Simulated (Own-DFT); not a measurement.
## Calculated data, Si3N4 (beta silicon nitride, atoms displaced)

All values are calculated (Own-DFT development build). A calculation, not a measurement: plane-wave PBE density functional theory by an unreviewed code, no spin, of a simulated periodic cell, stress positive in tension, free energy of the whole cell less one offset for each atom, forces on such cells passed a denser k mesh, this cell's mesh not checked; offsets are fitted by least squares, one for each functional and potential file, so energies compare only between cells with the same atoms and settings and are not formation energies; the far tail of each file's local potential was reset to the Coulomb form; each entry is a single point on an unrelaxed cell, so the pressure reflects the starting lattice, mostly measured values (interpolated for alloys), from which strain is counted, and rises with the displacements; printed positions are rounded, which can move forces by about a meV/angstrom; the program, named Own-DFT, is a retired in-house code; no spin-orbit coupling.

Settings shared by all entries: functional PBE; potential files PseudoDojo norm-conserving, scalar-relativistic, standard set; wave cutoff 42 hartree; occupations Fermi-Dirac; smearing width 0.1 eV; k mesh 3 x 3 x 3 centred on Gamma.

(1) 
```cif
# cell vector a (Å): 7.6060 0.0000 0.0000
# cell vector b (Å): -3.8030 6.5870 0.0000
# cell vector c (Å): 0.0000 0.0000 8.7270
data_Si3N4
_symmetry_space_group_name_H-M 'P 1'
_symmetry_Int_Tables_number 1
_cell_length_a 7.6060
_cell_length_b 7.6060
_cell_length_c 8.7270
_cell_angle_alpha 90.000
_cell_angle_beta 90.000
_cell_angle_gamma 120.000
_cell_volume 437.23
loop_
_atom_site_label
_atom_site_type_symbol
_atom_site_fract_x
_atom_site_fract_y
_atom_site_fract_z
_atom_site_occupancy
Si1 Si 0.17009 0.76657 0.07851 1
Si2 Si 0.22521 0.39680 0.07331 1
Si3 Si 0.58826 0.82561 0.09623 1
Si4 Si 0.84107 0.24372 0.24228 1
Si5 Si 0.76996 0.59088 0.24683 1
Si6 Si 0.39305 0.17153 0.25642 1
N1 N 0.32957 0.04339 0.08021 1
N2 N 0.96432 0.28743 0.08585 1
N3 N 0.69523 0.66285 0.08202 1
N4 N 0.66591 0.97034 0.25595 1
N5 N 0.02558 0.70307 0.23946 1
N6 N 0.30078 0.33566 0.24381 1
N7 N 0.34320 0.66683 0.08193 1
N8 N 0.66261 0.32722 0.25782 1
Si7 Si 0.18229 0.77295 0.41483 1
Si8 Si 0.22967 0.40835 0.42591 1
Si9 Si 0.58693 0.81993 0.41351 1
Si10 Si 0.82766 0.22845 0.58764 1
Si11 Si 0.77291 0.59535 0.58190 1
Si12 Si 0.40826 0.18134 0.59299 1
N9 N 0.35186 0.04597 0.42057 1
N10 N 0.97237 0.28533 0.41839 1
N11 N 0.68074 0.65071 0.41940 1
N12 N 0.66648 0.96180 0.57159 1
N13 N 0.03106 0.70380 0.57656 1
N14 N 0.31856 0.34357 0.57296 1
N15 N 0.32581 0.65336 0.41637 1
N16 N 0.67197 0.33692 0.58781 1
Si13 Si 0.18109 0.77317 0.73993 1
Si14 Si 0.22222 0.39961 0.75129 1
Si15 Si 0.60080 0.82177 0.75178 1
Si16 Si 0.82946 0.23639 0.91847 1
Si17 Si 0.77503 0.60899 0.91775 1
Si18 Si 0.39891 0.17445 0.92176 1
N17 N 0.32891 0.02584 0.75544 1
N18 N 0.96832 0.29825 0.75218 1
N19 N 0.68368 0.66857 0.75268 1
N20 N 0.67292 0.98031 0.91076 1
N21 N 0.04160 0.70934 0.91140 1
N22 N 0.30390 0.33325 0.92308 1
N23 N 0.33878 0.65875 0.74743 1
N24 N 0.67903 0.33792 0.91711 1
_calc_free_energy_of_cell_above_offsets '-3.464'  # eV
_calc_pressure 7.71  # GPa
_calc_stress_xx -7.99  # GPa
_calc_stress_yy -6.39  # GPa
_calc_stress_zz -8.75  # GPa
_calc_stress_yz 0.93  # GPa
_calc_stress_xz 0.44  # GPa
_calc_stress_xy 0.49  # GPa
```

Force:
| element | x (eV/Å) | y (eV/Å) | z (eV/Å) |
| --- | --- | --- | --- |
| Si | 2.323 | 1.768 | -0.144 |
| Si | -0.076 | 2.154 | 4.528 |
| Si | 2.192 | 1.077 | -3.035 |
| Si | -3.761 | -2.519 | 5.267 |
| Si | -2.143 | -1.515 | 1.113 |
| Si | 1.412 | 2.27 | -2.061 |
| N | 0.024 | -3.568 | 2.693 |
| N | 2.398 | 1.665 | -3.252 |
| N | -0.718 | 1.393 | 0.785 |
| N | 0.36 | 0.844 | -1.005 |
| N | 1.826 | 0.738 | 2.179 |
| N | -0.728 | -0.27 | 1.435 |
| N | -4.001 | -1.38 | -0.159 |
| N | 1.107 | 0.839 | -0.826 |
| Si | -0.392 | 0.523 | -1.162 |
| Si | 0.753 | -2.096 | -4.167 |
| Si | 0.843 | -0.811 | 0.233 |
| Si | -1.322 | -1.156 | -2.003 |
| Si | -2.003 | -0.451 | 0.467 |
| Si | 1.711 | -0.141 | -1.179 |
| N | -1.09 | -3.808 | 1.116 |
| N | -0.933 | 0.488 | 0.083 |
| N | 0.946 | 0.979 | -1.31 |
| N | 0.145 | 1.291 | 3.479 |
| N | 0.542 | 0.486 | 0.429 |
| N | -0.79 | -1.013 | 4.435 |
| N | -1.254 | 3.859 | -0.207 |
| N | 0.493 | -0.493 | 0.526 |
| Si | 1.067 | -1.834 | 1.456 |
| Si | 2.536 | 1.06 | -0.811 |
| Si | -4.198 | 3.368 | -0.98 |
| Si | -1.108 | -1.154 | -0.316 |
| Si | 0.697 | -2.131 | -0.909 |
| Si | 3.084 | 1.363 | -1.469 |
| N | -0.346 | 2.229 | -0.911 |
| N | 0.781 | 0.02 | -0.275 |
| N | 6.209 | -2.993 | -0.511 |
| N | 0.238 | -2.017 | 1.646 |
| N | -1.415 | -0.829 | -0.867 |
| N | -0.146 | -0.581 | -4.253 |
| N | -2.308 | 1.163 | -0.05 |
| N | -2.953 | 1.183 | -0.006 |

(2) 
```cif
# cell vector a (Å): 7.6060 0.0000 0.0000
# cell vector b (Å): -3.8030 6.5870 0.0000
# cell vector c (Å): 0.0000 0.0000 8.7270
data_Si3N4
_symmetry_space_group_name_H-M 'P 1'
_symmetry_Int_Tables_number 1
_cell_length_a 7.6060
_cell_length_b 7.6060
_cell_length_c 8.7270
_cell_angle_alpha 90.000
_cell_angle_beta 90.000
_cell_angle_gamma 120.000
_cell_volume 437.23
loop_
_atom_site_label
_atom_site_type_symbol
_atom_site_fract_x
_atom_site_fract_y
_atom_site_fract_z
_atom_site_occupancy
Si1 Si 0.17632 0.77355 0.07924 1
Si2 Si 0.22503 0.39863 0.08376 1
Si3 Si 0.60451 0.82810 0.08074 1
Si4 Si 0.82667 0.23680 0.25339 1
Si5 Si 0.75914 0.59988 0.25257 1
Si6 Si 0.40591 0.17958 0.24986 1
N1 N 0.35127 0.03440 0.07523 1
N2 N 0.97958 0.31627 0.08077 1
N3 N 0.69751 0.66103 0.08532 1
N4 N 0.67237 0.98221 0.24915 1
N5 N 0.03655 0.71257 0.25747 1
N6 N 0.29314 0.33042 0.24881 1
N7 N 0.31707 0.66088 0.08470 1
N8 N 0.65560 0.33458 0.23656 1
Si7 Si 0.17065 0.76944 0.41843 1
Si8 Si 0.24825 0.40925 0.41713 1
Si9 Si 0.59858 0.82320 0.41102 1
Si10 Si 0.83045 0.23370 0.57994 1
Si11 Si 0.78066 0.59253 0.57896 1
Si12 Si 0.40054 0.17187 0.58908 1
N9 N 0.31930 0.03600 0.42735 1
N10 N 0.97043 0.30659 0.42080 1
N11 N 0.69113 0.66927 0.40992 1
N12 N 0.67823 0.96507 0.58910 1
N13 N 0.03296 0.70565 0.57766 1
N14 N 0.29898 0.33495 0.58374 1
N15 N 0.33370 0.66867 0.41436 1
N16 N 0.66201 0.33196 0.58530 1
Si13 Si 0.17492 0.77563 0.74186 1
Si14 Si 0.22645 0.41524 0.75284 1
Si15 Si 0.59904 0.83390 0.74763 1
Si16 Si 0.83178 0.22793 0.90944 1
Si17 Si 0.75440 0.59373 0.91616 1
Si18 Si 0.42390 0.18479 0.92212 1
N17 N 0.33123 0.02115 0.75740 1
N18 N 0.96873 0.30774 0.76174 1
N19 N 0.69442 0.66363 0.75808 1
N20 N 0.65956 0.96750 0.91407 1
N21 N 0.03139 0.69409 0.92671 1
N22 N 0.30399 0.32751 0.91856 1
N23 N 0.32642 0.66598 0.75490 1
N24 N 0.66331 0.33788 0.91046 1
_calc_free_energy_of_cell_above_offsets '-3.269'  # eV
_calc_pressure 8.2  # GPa
_calc_stress_xx -6.23  # GPa
_calc_stress_yy -8.34  # GPa
_calc_stress_zz -10.04  # GPa
_calc_stress_yz 1.38  # GPa
_calc_stress_xz 0.18  # GPa
_calc_stress_xy -0.69  # GPa
```

Force:
| element | x (eV/Å) | y (eV/Å) | z (eV/Å) |
| --- | --- | --- | --- |
| Si | 0.105 | 0.388 | 2.054 |
| Si | 1.054 | 2.373 | -1.131 |
| Si | -3.3 | -0.979 | 0.745 |
| Si | -0.379 | 1.844 | -1.645 |
| Si | 4.084 | -1.427 | -1.411 |
| Si | -0.638 | -2.118 | -0.194 |
| N | -1.115 | -0.689 | 3.246 |
| N | -3.297 | -2.95 | 0.506 |
| N | -2.125 | 2.024 | -0.263 |
| N | 0.662 | -2.218 | -0.083 |
| N | -2.339 | -0.886 | -2.047 |
| N | 1.407 | -1.017 | 0.249 |
| N | 4.509 | 0.712 | 0.142 |
| N | 2.537 | 1.472 | 1.443 |
| Si | 2.32 | 1.296 | -1.521 |
| Si | -3.092 | 0.805 | -0.099 |
| Si | -3.003 | 1.983 | 1.127 |
| Si | -1.113 | -0.703 | 2.099 |
| Si | -3.713 | -0.308 | 1.377 |
| Si | -0.158 | 0.626 | 1.275 |
| N | 0.663 | -0.62 | -2.355 |
| N | 1.211 | 0.49 | -1.09 |
| N | 1.828 | -1.117 | 2.749 |
| N | 0.088 | 1.901 | -3.142 |
| N | -0.518 | -0.418 | 1.533 |
| N | 0.478 | -0.557 | 1.72 |
| N | 0.501 | 0.526 | 0.346 |
| N | 1.336 | 0.024 | -0.501 |
| Si | 0.022 | -2.266 | 3.903 |
| Si | 2.47 | -1.283 | 0.569 |
| Si | -0.776 | -3.467 | 1.48 |
| Si | -3.731 | 0.371 | 5.283 |
| Si | 4.479 | -0.747 | 1.317 |
| Si | -2.874 | -2.218 | -1.657 |
| N | -0.14 | 3.46 | -1.229 |
| N | 1.482 | 0.408 | -5.709 |
| N | -0.867 | 1.497 | -4.09 |
| N | 1.136 | 1.028 | 0.561 |
| N | -2.91 | -0.255 | -4.031 |
| N | -1.254 | 0.584 | -0.522 |
| N | 0.882 | 1.782 | -0.907 |
| N | 4.087 | 0.648 | -0.098 |

(3) 
```cif
# cell vector a (Å): 7.6060 0.0000 0.0000
# cell vector b (Å): -3.8030 6.5870 0.0000
# cell vector c (Å): 0.0000 0.0000 8.7270
data_Si3N4
_symmetry_space_group_name_H-M 'P 1'
_symmetry_Int_Tables_number 1
_cell_length_a 7.6060
_cell_length_b 7.6060
_cell_length_c 8.7270
_cell_angle_alpha 90.000
_cell_angle_beta 90.000
_cell_angle_gamma 120.000
_cell_volume 437.23
loop_
_atom_site_label
_atom_site_type_symbol
_atom_site_fract_x
_atom_site_fract_y
_atom_site_fract_z
_atom_site_occupancy
Si1 Si 0.17284 0.76422 0.07383 1
Si2 Si 0.22803 0.40258 0.09013 1
Si3 Si 0.59730 0.83190 0.08228 1
Si4 Si 0.83591 0.23354 0.24656 1
Si5 Si 0.76308 0.59617 0.24857 1
Si6 Si 0.40000 0.16616 0.24454 1
N1 N 0.33162 0.03097 0.08796 1
N2 N 0.97148 0.30058 0.08238 1
N3 N 0.69789 0.66826 0.08415 1
N4 N 0.66601 0.96797 0.24912 1
N5 N 0.03010 0.68544 0.24535 1
N6 N 0.28137 0.31565 0.24801 1
N7 N 0.33530 0.65572 0.07546 1
N8 N 0.67111 0.34650 0.25502 1
Si7 Si 0.16833 0.77867 0.41684 1
Si8 Si 0.21911 0.40293 0.41708 1
Si9 Si 0.60054 0.82547 0.40841 1
Si10 Si 0.82493 0.23253 0.57047 1
Si11 Si 0.77885 0.60293 0.59117 1
Si12 Si 0.40119 0.16716 0.59123 1
N9 N 0.32720 0.04204 0.42080 1
N10 N 0.95545 0.28805 0.42525 1
N11 N 0.70026 0.66725 0.41781 1
N12 N 0.66861 0.96255 0.57248 1
N13 N 0.03068 0.69265 0.58660 1
N14 N 0.30749 0.34132 0.58074 1
N15 N 0.34156 0.68826 0.42276 1
N16 N 0.66562 0.33316 0.58429 1
Si13 Si 0.16852 0.76552 0.75464 1
Si14 Si 0.23341 0.39784 0.75147 1
Si15 Si 0.59315 0.81825 0.75681 1
Si16 Si 0.82336 0.23000 0.91303 1
Si17 Si 0.75619 0.59696 0.91405 1
Si18 Si 0.41602 0.17158 0.91343 1
N17 N 0.33504 0.03750 0.74655 1
N18 N 0.96889 0.29933 0.75433 1
N19 N 0.68658 0.65559 0.75050 1
N20 N 0.67189 0.96706 0.91393 1
N21 N 0.04215 0.69906 0.91194 1
N22 N 0.29021 0.32215 0.92394 1
N23 N 0.34794 0.67858 0.75695 1
N24 N 0.65966 0.33657 0.91006 1
_calc_free_energy_of_cell_above_offsets '-3.284'  # eV
_calc_pressure 8  # GPa
_calc_stress_xx -5.25  # GPa
_calc_stress_yy -4.7  # GPa
_calc_stress_zz -14.05  # GPa
_calc_stress_yz 1.13  # GPa
_calc_stress_xz 2.25  # GPa
_calc_stress_xy -2.23  # GPa
```

Force:
| element | x (eV/Å) | y (eV/Å) | z (eV/Å) |
| --- | --- | --- | --- |
| Si | 1.982 | -0.091 | 3.151 |
| Si | 0.548 | -0.136 | -2.241 |
| Si | -0.678 | -1.799 | 0.011 |
| Si | -3.163 | 0.098 | 0.921 |
| Si | 1.817 | 0.08 | 0.899 |
| Si | 0.581 | 3.294 | 3.358 |
| N | 0.444 | -2.134 | -3.232 |
| N | -1.207 | -0.505 | -0.554 |
| N | -0.51 | 1.1 | -0.866 |
| N | 0.547 | 1.808 | -1.465 |
| N | -0.783 | 0.97 | 0.185 |
| N | 0.436 | 0.076 | 1.889 |
| N | -1.056 | 2.753 | 0.656 |
| N | 0.473 | -3.908 | -0.903 |
| Si | 2.162 | -0.268 | -0.731 |
| Si | 1.406 | 2.017 | 0.257 |
| Si | -0.974 | -0.737 | 2.209 |
| Si | -3.771 | -2.876 | 7.841 |
| Si | -1.463 | -2.951 | -2.541 |
| Si | 0.457 | 4.209 | -3.798 |
| N | -0.408 | -1.758 | -0.967 |
| N | 4.581 | 2.583 | -6.713 |
| N | 0.469 | 0.494 | 0.057 |
| N | 0.591 | 1.467 | 2.849 |
| N | 0.086 | 0.958 | 0.03 |
| N | -0.022 | -0.999 | 0.563 |
| N | -1.153 | -3.528 | -0.861 |
| N | -0.023 | 0.562 | 0.202 |
| Si | 4.127 | 1.153 | -3.07 |
| Si | -1.163 | 1.766 | 0.728 |
| Si | 0.174 | 2.228 | -3.844 |
| Si | -0.183 | 0.822 | 0.456 |
| Si | 2.663 | -1.11 | 1.605 |
| Si | -3.641 | 0.237 | 1.42 |
| N | -0.508 | -3.564 | 2.91 |
| N | 0.436 | 0.17 | -2.245 |
| N | 0.073 | 1.296 | -0.019 |
| N | 0.043 | 1.331 | 1.126 |
| N | -4.864 | -1.609 | 1.41 |
| N | 1.745 | -0.899 | -1.09 |
| N | -3.414 | -3.166 | -0.241 |
| N | 3.139 | 0.564 | 0.65 |

(4) 
```cif
# cell vector a (Å): 7.6060 0.0000 0.0000
# cell vector b (Å): -3.8030 6.5870 0.0000
# cell vector c (Å): 0.0000 0.0000 8.7270
data_Si3N4
_symmetry_space_group_name_H-M 'P 1'
_symmetry_Int_Tables_number 1
_cell_length_a 7.6060
_cell_length_b 7.6060
_cell_length_c 8.7270
_cell_angle_alpha 90.000
_cell_angle_beta 90.000
_cell_angle_gamma 120.000
_cell_volume 437.23
loop_
_atom_site_label
_atom_site_type_symbol
_atom_site_fract_x
_atom_site_fract_y
_atom_site_fract_z
_atom_site_occupancy
Si1 Si 0.17439 0.77357 0.07658 1
Si2 Si 0.24314 0.40319 0.07360 1
Si3 Si 0.58859 0.82257 0.08416 1
Si4 Si 0.83186 0.23168 0.25239 1
Si5 Si 0.77135 0.59921 0.24818 1
Si6 Si 0.40240 0.16082 0.24923 1
N1 N 0.33990 0.04178 0.08817 1
N2 N 0.96612 0.29680 0.08030 1
N3 N 0.69919 0.66496 0.07858 1
N4 N 0.66645 0.97762 0.25681 1
N5 N 0.04785 0.70077 0.25225 1
N6 N 0.31151 0.32881 0.24478 1
N7 N 0.33539 0.65892 0.08916 1
N8 N 0.67927 0.33666 0.25508 1
Si7 Si 0.16956 0.76631 0.41136 1
Si8 Si 0.24654 0.41164 0.41581 1
Si9 Si 0.60594 0.83317 0.40566 1
Si10 Si 0.80610 0.21391 0.57957 1
Si11 Si 0.77354 0.59557 0.58800 1
Si12 Si 0.42080 0.17161 0.59080 1
N9 N 0.33740 0.02930 0.42170 1
N10 N 0.97287 0.29815 0.41238 1
N11 N 0.68203 0.66101 0.42292 1
N12 N 0.67280 0.96170 0.58380 1
N13 N 0.02005 0.70091 0.59138 1
N14 N 0.30590 0.33839 0.58387 1
N15 N 0.33397 0.66713 0.41531 1
N16 N 0.67793 0.33956 0.58966 1
Si13 Si 0.17755 0.76656 0.75449 1
Si14 Si 0.21986 0.41152 0.74068 1
Si15 Si 0.60166 0.83051 0.75025 1
Si16 Si 0.83689 0.24468 0.92181 1
Si17 Si 0.76835 0.60088 0.91018 1
Si18 Si 0.38931 0.16886 0.91422 1
N17 N 0.33185 0.03814 0.74751 1
N18 N 0.97207 0.30562 0.75504 1
N19 N 0.70475 0.67284 0.74171 1
N20 N 0.66998 0.95602 0.91900 1
N21 N 0.03431 0.69174 0.90521 1
N22 N 0.30283 0.33135 0.91657 1
N23 N 0.33593 0.66495 0.76046 1
N24 N 0.66201 0.33867 0.91240 1
_calc_free_energy_of_cell_above_offsets '-3.160'  # eV
_calc_pressure 8.09  # GPa
_calc_stress_xx -5  # GPa
_calc_stress_yy -7.38  # GPa
_calc_stress_zz -11.9  # GPa
_calc_stress_yz -0.15  # GPa
_calc_stress_xz 0.53  # GPa
_calc_stress_xy 0.81  # GPa
```

Force:
| element | x (eV/Å) | y (eV/Å) | z (eV/Å) |
| --- | --- | --- | --- |
| Si | 1.987 | -0.957 | 1.02 |
| Si | -2.316 | 0.035 | 3.557 |
| Si | 0.831 | 0.103 | 0.459 |
| Si | -0.274 | 1.495 | -1.022 |
| Si | 0.559 | -1.586 | 1.074 |
| Si | 1.327 | 4.262 | 3.357 |
| N | -0.475 | -4.208 | -3.851 |
| N | 2.67 | 0.977 | 2.115 |
| N | -0.209 | 1.327 | 1.221 |
| N | 0.432 | -0.526 | -3.759 |
| N | -4.349 | -0.906 | -3.631 |
| N | -1.003 | 0.173 | 0.402 |
| N | -1.817 | 1.257 | -0.546 |
| N | -1.769 | -0.258 | -0.237 |
| Si | 2.487 | 0.51 | 4.681 |
| Si | -0.967 | -0.696 | -0.972 |
| Si | -2.383 | -2.736 | 4.024 |
| Si | 3.641 | 3.288 | 0.3 |
| Si | -1.78 | -0.745 | -2.003 |
| Si | -2.449 | 2.453 | -2.866 |
| N | -0.241 | -0.254 | -0.097 |
| N | 0.805 | -0.075 | 2.039 |
| N | 2.932 | -0.458 | -1.881 |
| N | -0.599 | 0.302 | -0.842 |
| N | 3.995 | 1.806 | -1.792 |
| N | 1.305 | -1.21 | 0.308 |
| N | 0.264 | 1.169 | 0.119 |
| N | -1.238 | -1.34 | -0.388 |
| Si | 0.946 | 1.024 | -3.76 |
| Si | 3.418 | -0.842 | 1.02 |
| Si | -0.362 | -2.059 | 0.33 |
| Si | -3.118 | -2 | -1.925 |
| Si | 0.52 | -1.56 | -0.14 |
| Si | 2.968 | 2.261 | 0.65 |
| N | 0.016 | -3.321 | 1.922 |
| N | -2.04 | -1.608 | -1.694 |
| N | -1.156 | 0.69 | 2.367 |
| N | -0.172 | 3.334 | -0.204 |
| N | -2.047 | 0.202 | 4.209 |
| N | -0.881 | -0.052 | -3.094 |
| N | -0.292 | 1.872 | -0.756 |
| N | 0.833 | -1.143 | 0.29 |

(5) 
```cif
# cell vector a (Å): 7.6060 0.0000 0.0000
# cell vector b (Å): -3.8030 6.5870 0.0000
# cell vector c (Å): 0.0000 0.0000 8.7270
data_Si3N4
_symmetry_space_group_name_H-M 'P 1'
_symmetry_Int_Tables_number 1
_cell_length_a 7.6060
_cell_length_b 7.6060
_cell_length_c 8.7270
_cell_angle_alpha 90.000
_cell_angle_beta 90.000
_cell_angle_gamma 120.000
_cell_volume 437.23
loop_
_atom_site_label
_atom_site_type_symbol
_atom_site_fract_x
_atom_site_fract_y
_atom_site_fract_z
_atom_site_occupancy
Si1 Si 0.17023 0.77475 0.07889 1
Si2 Si 0.23876 0.40496 0.09182 1
Si3 Si 0.58977 0.81025 0.08945 1
Si4 Si 0.81978 0.22388 0.24979 1
Si5 Si 0.77098 0.59570 0.25675 1
Si6 Si 0.39263 0.16540 0.25292 1
N1 N 0.32760 0.01971 0.07727 1
N2 N 0.97349 0.31057 0.07330 1
N3 N 0.68833 0.66467 0.08672 1
N4 N 0.67639 0.97815 0.24853 1
N5 N 0.03690 0.70417 0.25175 1
N6 N 0.30070 0.33929 0.25392 1
N7 N 0.32155 0.66305 0.07903 1
N8 N 0.66265 0.32942 0.25068 1
Si7 Si 0.17057 0.77401 0.41515 1
Si8 Si 0.23367 0.40935 0.41753 1
Si9 Si 0.59719 0.82125 0.42215 1
Si10 Si 0.82879 0.22335 0.58162 1
Si11 Si 0.78034 0.59297 0.58858 1
Si12 Si 0.40770 0.17875 0.58010 1
N9 N 0.33762 0.02564 0.41231 1
N10 N 0.96812 0.29809 0.41442 1
N11 N 0.70050 0.67044 0.41645 1
N12 N 0.66339 0.96375 0.59685 1
N13 N 0.02343 0.68757 0.57805 1
N14 N 0.31443 0.33311 0.57988 1
N15 N 0.32732 0.66900 0.43283 1
N16 N 0.66598 0.33103 0.57966 1
Si13 Si 0.17637 0.77349 0.75695 1
Si14 Si 0.22728 0.39979 0.74542 1
Si15 Si 0.60294 0.82581 0.74383 1
Si16 Si 0.83315 0.22352 0.90814 1
Si17 Si 0.77768 0.60584 0.92090 1
Si18 Si 0.39008 0.16235 0.90732 1
N17 N 0.32292 0.03270 0.76182 1
N18 N 0.97819 0.30313 0.74153 1
N19 N 0.69407 0.66432 0.75230 1
N20 N 0.66799 0.96000 0.91896 1
N21 N 0.03062 0.71412 0.91687 1
N22 N 0.28704 0.33308 0.91027 1
N23 N 0.31988 0.65866 0.73736 1
N24 N 0.65957 0.33832 0.91468 1
_calc_free_energy_of_cell_above_offsets '-3.087'  # eV
_calc_pressure 8.14  # GPa
_calc_stress_xx -5.76  # GPa
_calc_stress_yy -9.25  # GPa
_calc_stress_zz -9.41  # GPa
_calc_stress_yz -0.42  # GPa
_calc_stress_xz -1.09  # GPa
_calc_stress_xy 0.27  # GPa
```

Force:
| element | x (eV/Å) | y (eV/Å) | z (eV/Å) |
| --- | --- | --- | --- |
| Si | 1.453 | -2.628 | 1.514 |
| Si | -3.166 | 0.969 | -4.253 |
| Si | -3.609 | 3.149 | -1.197 |
| Si | 0.217 | 3.43 | -1.927 |
| Si | 0.365 | -1.425 | -1.643 |
| Si | 1.88 | 1.797 | -2.566 |
| N | -0.682 | 3.709 | 1.311 |
| N | 0.122 | -0.914 | 2.298 |
| N | 3.305 | -1.534 | 0.815 |
| N | -0.137 | -4.672 | 1.173 |
| N | -1.953 | -0.469 | -1.181 |
| N | 2.11 | -1.941 | 0.492 |
| N | 1.692 | 0.577 | 0.802 |
| N | -0.745 | 0.395 | 0.178 |
| Si | 1.555 | -1.572 | 1.029 |
| Si | -1.064 | 0.73 | 1.228 |
| Si | -2.122 | 0.947 | -0.591 |
| Si | -1.688 | 1.073 | -0.257 |
| Si | -3.888 | -1.411 | -0.268 |
| Si | 1.935 | -1.386 | 0.822 |
| N | -0.862 | 0.768 | 1.986 |
| N | 0.755 | -0.302 | 0.301 |
| N | 0.663 | -0.145 | 1.531 |
| N | 0.496 | 2.841 | -5.521 |
| N | 2.281 | 2.557 | 1.581 |
| N | -2.592 | 0.69 | -0.086 |
| N | 1.575 | 0.083 | -1.519 |
| N | 1.253 | -0.647 | 0.225 |
| Si | 0.643 | -1.411 | -2.433 |
| Si | 1.1 | 2.239 | -0.401 |
| Si | -2.444 | -3.39 | 5.394 |
| Si | -2.713 | 0.595 | 1.386 |
| Si | -2.074 | -3.016 | -0.518 |
| Si | 0.927 | 6.728 | 6.571 |
| N | 0.049 | -3.466 | -8.053 |
| N | -2.154 | -1.697 | 0.113 |
| N | 1.511 | -0.062 | -0.754 |
| N | 0.319 | 0.328 | -0.642 |
| N | -0.192 | -0.297 | -0.043 |
| N | 2.552 | -1.793 | 2.34 |
| N | 1.681 | 1.585 | 1.017 |
| N | 1.647 | -1.01 | -0.254 |

(6) 
```cif
# cell vector a (Å): 7.6060 0.0000 0.0000
# cell vector b (Å): -3.8030 6.5870 0.0000
# cell vector c (Å): 0.0000 0.0000 8.7270
data_Si3N4
_symmetry_space_group_name_H-M 'P 1'
_symmetry_Int_Tables_number 1
_cell_length_a 7.6060
_cell_length_b 7.6060
_cell_length_c 8.7270
_cell_angle_alpha 90.000
_cell_angle_beta 90.000
_cell_angle_gamma 120.000
_cell_volume 437.23
loop_
_atom_site_label
_atom_site_type_symbol
_atom_site_fract_x
_atom_site_fract_y
_atom_site_fract_z
_atom_site_occupancy
Si1 Si 0.17220 0.77600 0.08337 1
Si2 Si 0.22005 0.41243 0.08214 1
Si3 Si 0.59919 0.82323 0.08673 1
Si4 Si 0.84370 0.24847 0.24919 1
Si5 Si 0.76469 0.58562 0.25009 1
Si6 Si 0.40342 0.18576 0.26451 1
N1 N 0.33378 0.03214 0.09219 1
N2 N 0.98216 0.30299 0.09253 1
N3 N 0.70511 0.66517 0.08785 1
N4 N 0.65626 0.95446 0.25706 1
N5 N 0.03756 0.71198 0.24807 1
N6 N 0.30224 0.33225 0.24951 1
N7 N 0.34189 0.67456 0.07956 1
N8 N 0.66962 0.34160 0.25344 1
Si7 Si 0.16129 0.76504 0.42446 1
Si8 Si 0.22816 0.40809 0.41846 1
Si9 Si 0.61164 0.84090 0.40716 1
Si10 Si 0.81911 0.23360 0.58654 1
Si11 Si 0.76635 0.59671 0.58074 1
Si12 Si 0.40216 0.16870 0.58287 1
N9 N 0.33167 0.02468 0.42578 1
N10 N 0.97572 0.30176 0.42134 1
N11 N 0.69274 0.65675 0.41202 1
N12 N 0.67769 0.97103 0.58962 1
N13 N 0.03386 0.69962 0.57846 1
N14 N 0.28670 0.33367 0.58147 1
N15 N 0.32983 0.67152 0.40815 1
N16 N 0.66538 0.32965 0.58072 1
Si13 Si 0.15615 0.76305 0.74436 1
Si14 Si 0.24477 0.42525 0.74823 1
Si15 Si 0.59466 0.82626 0.73881 1
Si16 Si 0.82447 0.23127 0.91115 1
Si17 Si 0.76065 0.58664 0.92137 1
Si18 Si 0.40892 0.17204 0.91529 1
N17 N 0.33081 0.02622 0.74991 1
N18 N 0.95963 0.29833 0.74653 1
N19 N 0.70136 0.66826 0.75318 1
N20 N 0.66282 0.97100 0.92347 1
N21 N 0.03890 0.70117 0.92369 1
N22 N 0.29506 0.32973 0.92284 1
N23 N 0.33475 0.66973 0.75100 1
N24 N 0.66705 0.33944 0.92472 1
_calc_stress_yy ?
```

Q: Estimate the stress yy of Si3N4 (beta silicon nitride, atoms displaced) (entry 6).
A: -9.23 GPa

Further results for Si3N4 (beta silicon nitride, atoms displaced) (entry 6):

| Item | Value |
| --- | --- |
| free energy of cell above offsets | -2.626 eV |
| pressure | 8.97 GPa |
| stress xx | -5.12 GPa |
| stress zz | -12.56 GPa |
| stress yz | 3.03 GPa |
| stress xz | 0.88 GPa |
| stress xy | -0.99 GPa |

Force:
| element | x (eV/Å) | y (eV/Å) | z (eV/Å) |
| --- | --- | --- | --- |
| Si | 3.242 | 0.886 | 1.447 |
| Si | 6.592 | 2.238 | 0.418 |
| Si | -0.75 | -0.354 | -0.467 |
| Si | -2.663 | -2.255 | 2.17 |
| Si | 1.21 | 2.903 | -0.138 |
| Si | 1.96 | -2.465 | -2.376 |
| N | -0.117 | 1.578 | -0.683 |
| N | -5.098 | -2.262 | -2.639 |
| N | -1.434 | 1.178 | -0.835 |
| N | 1.025 | 7.334 | -6.695 |
| N | -2.057 | -1.514 | 1.533 |
| N | -2.257 | 1.275 | 0.746 |
| N | -1.564 | -1.101 | 0.095 |
| N | 1.598 | -3.671 | 0.144 |
| Si | 4.449 | 1.234 | -5.561 |
| Si | 1.173 | 2.202 | -1.612 |
| Si | -1.76 | -6.081 | 7.379 |
| Si | 1.797 | -0.532 | -1.256 |
| Si | 0.019 | -1.274 | 0.302 |
| Si | -1.098 | 1.664 | 1.292 |
| N | -0.621 | 0.822 | -1.227 |
| N | -2.557 | -1.076 | -0.422 |
| N | -0.823 | 1.694 | 1.424 |
| N | 0.143 | 0.95 | -3.802 |
| N | -4.2 | -1.915 | 2.861 |
| N | 3.266 | -1.595 | 1.286 |
| N | 1.005 | 0.001 | 1.042 |
| N | -1.921 | 1.274 | 0.26 |
| Si | 3.452 | 1.077 | 3.103 |
| Si | -0.647 | -3.916 | 1.329 |
| Si | -0.395 | -0.903 | 4.751 |
| Si | -0.206 | -0.251 | 1.926 |
| Si | 1.072 | 2.364 | -0.09 |
| Si | -1.604 | -0.104 | 2.317 |
| N | -0.478 | 0.115 | -0.213 |
| N | 2.151 | 1.717 | 1.135 |
| N | -0.075 | 0.232 | -0.9 |
| N | 0.919 | 0.14 | -1.697 |
| N | -2.997 | -1.431 | -3.01 |
| N | 0.386 | -0.046 | -2.047 |
| N | -1.373 | 2.178 | -0.606 |
| N | 1.236 | -2.307 | -0.684 |
